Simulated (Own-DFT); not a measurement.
# Response to strain: wurtzite GaN, 96 atoms (Ga48N48)

All numbers below are calculated, not measured. They come from Own-DFT, an in-house plane-wave density functional program, since retired, whose code no person has reviewed. Each row is one single-point run on a periodic cell that was not relaxed, without spin or spin-orbit coupling.

Settings of every run: PBE; PseudoDojo norm-conserving scalar-relativistic files (stringent for Ga); cutoff 96 hartree; 3 x 4 x 3 k mesh centred on Gamma; Gaussian smearing of 0.01 eV.

Known limits: forces on such cells passed a denser k mesh, each cell not checked; stress not checked against mesh or cutoff.

Unstrained cell vectors in Å: (12.756, 0.000, 0.000); (-4.784, 8.285, 0.000); (0.000, 0.000, 10.370). The unstrained cell has measured lattice constants (interpolated for alloys), not those of this functional. That, the random moves and any unrelaxed bonds set the pressure at no strain. Each run strains this cell uniformly, with the atoms carried along. Every atom was also moved at random, by a Gaussian of width 0.05 Å on each axis. Strain is the symmetric tensor, in per cent. Stress is positive in tension, and the pressure is minus a third of its trace.

| run | e_xx (%) | e_yy (%) | e_zz (%) | s_xx (GPa) | s_yy (GPa) | s_zz (GPa) | P (GPa) | E (meV/atom) |
|---|---|---|---|---|---|---|---|---|
| 1 | 0.00 | 0.00 | 2.25 | -5.80 | -4.78 | 1.88 | 2.90 | 4.7 |
| 2 | 0.00 | 0.00 | -0.75 | -6.97 | -7.81 | -10.65 | 8.48 | 16.1 |
| 3 | 0.00 | 0.00 | -1.50 | -8.74 | -8.19 | -14.70 | 10.54 | 31.2 |
| 4 | 0.00 | 0.00 | 0.50 | -5.97 | -6.84 | -4.72 | 5.84 | 2.6 |
| 5 | 0.00 | 0.00 | -1.00 | -9.70 | -7.16 | -12.67 | 9.84 | 40.3 |
| 6 | 0.00 | 0.00 | 0.25 | -6.73 | -6.89 | -5.63 | 6.41 | 2.3 |
| 7 | 0.00 | 0.00 | 2.00 | -4.85 | -5.07 | 0.65 | 3.09 | 0.0 |
| 8 | 0.00 | 0.00 | -2.00 | -10.13 | -8.52 | -15.84 | 11.49 | 30.6 |
| 9 | 0.00 | 0.00 | 1.00 | ? | ? | ? | ? | ? |

E is the free energy for each atom above the lowest run shown.

## Worked fit

The change of volume is close to e_xx + e_yy + e_zz. A straight line through the runs shown gives P = 7.26 - 209 x (fractional change of volume) GPa, with an error of 9 on the slope and a scatter of 0.35 GPa. The strain isn't the same on all axes and the cell isn't cubic, so the slope belongs to this path and is not the bulk modulus.

## Withheld run

Question: what pressure should run 9 give? Its volume changes by 1.00 %.

The line gives 5.2 GPa. The calculation gave 5.46 GPa.
